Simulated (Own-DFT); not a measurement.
# Hybrid less PBE against volume: corundum Al2O3, 78 atoms (Al32O46), with two O vacancies

These are calculations. Each geometry was run twice at fixed positions with Own-DFT, a retired in-house plane-wave program that no person has reviewed: with PBE, and with HSE06 (exact exchange share 0.25 at short range, screening 0.11 per bohr, Gygi-Baldereschi treatment of its divergence). Both used PseudoDojo norm-conserving files made for PBE, a cutoff of 48 hartree, the Gamma point alone, fixed occupations, a neutral cell and no spin. One k point on a cell 7.9 Å thick isn't converged, and results move with the size of the cell. The oxygen file's force components were 24 meV/Å off all-electron values in a glass.

Unstrained cell vectors in Å: (5.494, 0.000, 8.660); (-2.747, 4.758, 8.660); (-2.747, -4.758, 8.660), volume V0 = 679.1 Å³, from measured lattice constants. Each geometry has its own random strain of a few per cent, its own defect sites and random moves of rms u per axis. HSE06 gave the energy alone. D is its energy less that of PBE, over the lowest D shown. The PBE stress wasn't checked against mesh or cutoff.

```
run,V - V0 (Å³),u (Å),P with PBE (GPa),D (eV)
1,20.6,0.0272,-0.08,1.672
2,9.8,0.0307,3.95,1.287
3,-15.2,0.0517,15.22,0.443
4,-2.1,0.0489,10.80,0.868
5,-22.4,0.0302,16.84,0.000
6,15.2,0.0311,2.01,1.442
7,29.4,0.0497,-0.72,2.165
8,16.5,0.0507,2.63,1.674
9,18.8,0.0491,1.65,1.713
10,-8.4,0.0302,10.07,0.590
11,-15.7,0.0313,13.77,0.257
12,-1.5,0.0324,8.02,0.887
13,21.0,0.0511,1.82,?
```

## What the rows give

D = 0.82 + 0.0390 (V - V0) + 74 u² eV, with an error of 0.0006 on the volume slope, 13 on the last term and a scatter of 0.03 eV. Pressure is -dE/dV, and 1 eV/Å³ is 160.2 GPa, so HSE06 changes the pressure by -6.2 ± 0.1 GPa. With the ions held to the strained lattice, the PBE pressure falls by 256 ± 8 GPa per unit of volume strain; the shape of the strain isn't fitted, so the true error is larger, and a relaxed crystal would be softer. On that slope HSE06's volume at a given pressure is about 2.4 % smaller, or 0.8 % in lengths. At u = 0 and V0 the PBE pressure is 6.6 GPa, which puts the zero-pressure volume, against the measured cell and with the defects in, at +2.6 % for PBE and +0.2 % for HSE06, each good to a few tenths of a per cent.

## The run left out

Asked: what D should run 13 give?

Estimate: 1.83 eV, with rows scattering by 0.03. The hidden result is 1.778 eV.
